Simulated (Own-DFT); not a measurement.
GaP (zincblende, atoms displaced) (calculated)

A calculation, not a measurement: plane-wave PBE density functional theory by an unreviewed code, no spin, of a simulated periodic cell, stress positive in tension, free energy of the whole cell less one offset for each atom, forces on such cells passed a denser k mesh, this cell's mesh not checked; offsets are fitted by least squares, one for each functional and potential file, so energies compare only between cells with the same atoms and settings and are not formation energies; the far tail of each file's local potential was reset to the Coulomb form; each entry is a single point on an unrelaxed cell, so the pressure reflects the starting lattice, mostly measured values (interpolated for alloys), from which strain is counted, and rises with the displacements; printed positions are rounded, which can move forces by about a meV/angstrom; the program, named Own-DFT, is a retired in-house code; no spin-orbit coupling. Program: Own-DFT development build.

## GaP (zincblende, atoms displaced)

```cif
# cell vector a (Å): 10.9010 0.0000 0.0000
# cell vector b (Å): 0.0000 10.9010 0.0000
# cell vector c (Å): 0.0000 0.0000 10.9010
data_GaP
_symmetry_space_group_name_H-M 'P 1'
_symmetry_Int_Tables_number 1
_cell_length_a 10.9010
_cell_length_b 10.9010
_cell_length_c 10.9010
_cell_angle_alpha 90.000
_cell_angle_beta 90.000
_cell_angle_gamma 90.000
_cell_volume 1295.39
loop_
_atom_site_label
_atom_site_type_symbol
_atom_site_fract_x
_atom_site_fract_y
_atom_site_fract_z
_atom_site_occupancy
Ga1 Ga 0.98931 0.00028 0.02031 1
Ga2 Ga 0.02697 0.24837 0.26143 1
Ga3 Ga 0.26496 0.01322 0.23798 1
Ga4 Ga 0.26227 0.25939 0.01030 1
P1 P 0.11440 0.11892 0.10746 1
P2 P 0.12120 0.36491 0.38962 1
P3 P 0.38441 0.11188 0.39686 1
P4 P 0.36616 0.36954 0.11089 1
Ga5 Ga 0.00972 0.01577 0.48723 1
Ga6 Ga 0.00282 0.22268 0.74172 1
Ga7 Ga 0.24126 0.00026 0.73857 1
Ga8 Ga 0.24265 0.26431 0.47432 1
P5 P 0.13148 0.12417 0.62904 1
P6 P 0.11445 0.38502 0.86124 1
P7 P 0.35920 0.11228 0.88010 1
P8 P 0.37165 0.35578 0.59075 1
Ga9 Ga 0.00101 0.49848 0.02526 1
Ga10 Ga 0.97385 0.75168 0.24058 1
Ga11 Ga 0.25580 0.48463 0.26273 1
Ga12 Ga 0.24155 0.73173 0.00011 1
P9 P 0.12498 0.64415 0.12617 1
P10 P 0.13715 0.89332 0.38664 1
P11 P 0.36587 0.62421 0.36941 1
P12 P 0.39712 0.88710 0.11689 1
Ga13 Ga 0.03058 0.49806 0.50348 1
Ga14 Ga 0.98571 0.76299 0.74752 1
Ga15 Ga 0.25236 0.48158 0.74991 1
Ga16 Ga 0.26360 0.74337 0.51280 1
P13 P 0.11328 0.61139 0.63780 1
P14 P 0.13058 0.88026 0.88931 1
P15 P 0.37242 0.62037 0.89150 1
P16 P 0.36529 0.85743 0.62671 1
Ga17 Ga 0.49696 0.00225 0.99199 1
Ga18 Ga 0.49994 0.26632 0.25488 1
Ga19 Ga 0.76074 0.98065 0.23038 1
Ga20 Ga 0.74143 0.23047 0.99749 1
P17 P 0.61333 0.13322 0.12847 1
P18 P 0.60700 0.38442 0.38189 1
P19 P 0.89470 0.12277 0.40627 1
P20 P 0.87809 0.37956 0.15821 1
Ga21 Ga 0.49811 0.00198 0.49416 1
Ga22 Ga 0.49509 0.25400 0.74436 1
Ga23 Ga 0.72987 0.00153 0.74049 1
Ga24 Ga 0.77154 0.26228 0.50300 1
P21 P 0.63477 0.12496 0.64114 1
P22 P 0.64663 0.36262 0.87117 1
P23 P 0.88021 0.12015 0.86389 1
P24 P 0.86747 0.39449 0.61604 1
Ga25 Ga 0.47813 0.48085 0.01057 1
Ga26 Ga 0.50279 0.75154 0.23889 1
Ga27 Ga 0.76158 0.52631 0.25911 1
Ga28 Ga 0.73798 0.74481 0.00530 1
P25 P 0.62225 0.62592 0.11932 1
P26 P 0.61645 0.87526 0.36410 1
P27 P 0.85898 0.63517 0.36931 1
P28 P 0.85630 0.87559 0.11908 1
Ga29 Ga 0.51025 0.53588 0.50874 1
Ga30 Ga 0.50305 0.73864 0.73751 1
Ga31 Ga 0.74394 0.51801 0.75440 1
Ga32 Ga 0.77207 0.73540 0.51596 1
P29 P 0.62592 0.65610 0.63023 1
P30 P 0.63457 0.87491 0.85218 1
P31 P 0.88040 0.62091 0.85844 1
P32 P 0.87460 0.87612 0.61723 1
```

It was run with functional PBE, potential files PseudoDojo norm-conserving, scalar-relativistic, standard set, wave cutoff 42 hartree, occupations Fermi-Dirac, smearing width 0.1 eV and k mesh 3 x 3 x 3 centred on Gamma.

It finds free energy of cell above offsets -12.462 eV; pressure 7.8 GPa; stress xx -7.93 GPa; stress yy -8.11 GPa; stress zz -7.36 GPa; stress yz -0.93 GPa; stress xz -1.37 GPa; stress xy 0.08 GPa.

Force:
```tsv
element	x (eV/Å)	y (eV/Å)	z (eV/Å)
Ga	-0.879	-1.342	-3.243
Ga	-2.68	-1.665	-1.472
Ga	-0.433	-0.878	0.585
Ga	-4.854	-3.82	-4.88
P	2.927	2.724	2.814
P	-1.755	3.68	-3.971
P	-3.503	4.232	-4.228
P	0.749	0.746	6.661
Ga	3.887	-4.618	4.396
Ga	-0.513	3.405	0.655
Ga	0.901	-1.571	1.669
Ga	3.652	-5.868	3.24
P	0.33	0.61	-2.654
P	-0.488	-1.976	2.24
P	0.85	1.706	-0.898
P	2.147	3.094	3.334
Ga	-0.133	-0.112	-1.496
Ga	2.125	0.947	1.044
Ga	-1.008	0.621	-0.944
Ga	1.603	3.198	-1.024
P	-1.598	-2.542	2.75
P	0.28	-1.874	-1.829
P	1.383	0.763	0.181
P	-2.734	-2.047	0.841
Ga	-3.637	0.433	-0.105
Ga	1.502	-0.069	0.846
Ga	1.122	0.677	-0.918
Ga	-3.572	-1.645	-2.042
P	2.251	2.619	0.702
P	-1.139	-0.437	-0.921
P	0.937	-0.851	-2.432
P	2.315	2.947	1.64
Ga	1.874	0.505	-1.428
Ga	-0.651	-1.275	0.124
Ga	-4.443	4.734	5.153
Ga	1.687	0.547	0.431
P	0.79	-1.13	0.182
P	2.469	1.061	0.481
P	-5.109	4.175	-5.96
P	0.039	-0.897	-1.401
Ga	3.225	-2.852	3.225
Ga	-0.243	-0.674	0.522
Ga	4.576	-1.653	1.113
Ga	-2.409	-0.884	-0.567
P	-2.875	3.077	-4.302
P	-2.606	1.64	-0.265
P	-1.449	-1.321	1.789
P	1.628	0.325	1.212
Ga	4.446	2.761	-2.954
Ga	-0.609	-0.09	0.521
Ga	-4.072	-4.114	-2.817
Ga	0.708	0.22	-3.009
P	-0.858	-1.863	0.714
P	1.517	-0.104	1.128
P	4.57	1.094	2.854
P	3.277	-3.11	-3.362
Ga	-1.247	-2.114	-1.147
Ga	-3.857	3.069	4.506
Ga	-0.527	-1.36	-0.806
Ga	-1.163	2.101	-1.028
P	2.773	-4.065	-1.976
P	-2.193	-1.639	3.155
P	0.19	0.776	3.272
P	0.505	1.972	0.101
```
